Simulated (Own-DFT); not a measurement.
# What a defect does to the pressure of its cell: zincblende GaAs

No measurement is shown. These are fixed-geometry runs of a retired plane-wave code named Own-DFT, which no person has reviewed; spin and spin-orbit coupling are neglected.

Method: PBE; PseudoDojo norm-conserving scalar-relativistic files; cutoff 42 hartree; 3 x 3 x 3 k mesh centred on Gamma; Fermi-Dirac smearing of 0.1 eV.

Known weak points (not all hold for every row): not probed for a lower state with spin; forces not confirmed at this smearing and k mesh; stress not checked against mesh or cutoff.

All runs share one cell, with vectors in Å (11.737, 0.000, 0.000); (0.000, 11.737, 0.000); (0.000, 0.000, 10.919) and a volume of 1504.3 Å³, strained against the parent crystal. Atoms were moved at random from their sites; u is the rms move along one axis. The defect's site can differ from row to row.

| cell | formula | u (Å) | P (GPa) |
|---|---|---|---|
| no defect | As32Ga32 | 0.0293 | 0.75 |
| no defect | As32Ga32 | 0.0307 | 0.77 |
| no defect | As32Ga32 | 0.0538 | 1.18 |
| one In on a Ga site | As32Ga31In | 0.0293 | 1.29 |
| one In on a Ga site | As32Ga31In | 0.0472 | 1.59 |
| one In on a Ga site | As32Ga31In | 0.0489 | 1.64 |
| one P on an As site | As31Ga32P | 0.0311 | 0.54 |
| one P on an As site | As31Ga32P | 0.0316 | 0.55 |
| one P on an As site | As31Ga32P | 0.0499 | 0.75 |
| one As vacancy and one Ga vacancy | As31Ga31 | 0.0291 | 0.50 |
| one As vacancy and one Ga vacancy | As31Ga31 | 0.0295 | 0.47 |
| one As vacancy and one Ga vacancy | As31Ga31 | 0.0512 | 0.91 |
| one Al on a Ga site | AlAs32Ga31 | 0.0290 | 0.74 |
| one Al on a Ga site | AlAs32Ga31 | 0.0293 | 0.73 |
| one Al on a Ga site | AlAs32Ga31 | 0.0519 | 1.12 |
| one Al on a Ga site | AlAs32Ga31 | 0.0524 | ? |

## Analysis

P = P0 + c u² + a shift for each defect gives P0 = 0.57 GPa, c = 209 ± 11 GPa/Å² and a scatter of 0.04 GPa. The shifts, and each times the cell's volume:

- one In on a Ga site: 0.55 ± 0.03 GPa, 5.2 eV
- one Al on a Ga site: -0.01 ± 0.03 GPa, -0.1 eV (not resolved)
- one As vacancy and one Ga vacancy: -0.25 ± 0.03 GPa, -2.3 eV
- one P on an As site: -0.27 ± 0.03 GPa, -2.5 eV

A positive shift means that the defect pushes the cell outwards. Shift times volume (160.2 GPa Å³ is 1 eV) depends little on the cell's size, so, taken for each site, it can be compared between cells at like pressure. The atoms around the defects weren't relaxed, which would change these numbers.

## Test on the hidden row

Asked: what pressure belongs in the blank (one Al on a Ga site, u = 0.0524 Å)?

The fitted form gives 1.13 ± 0.04 GPa. The hidden result is 1.04 GPa.
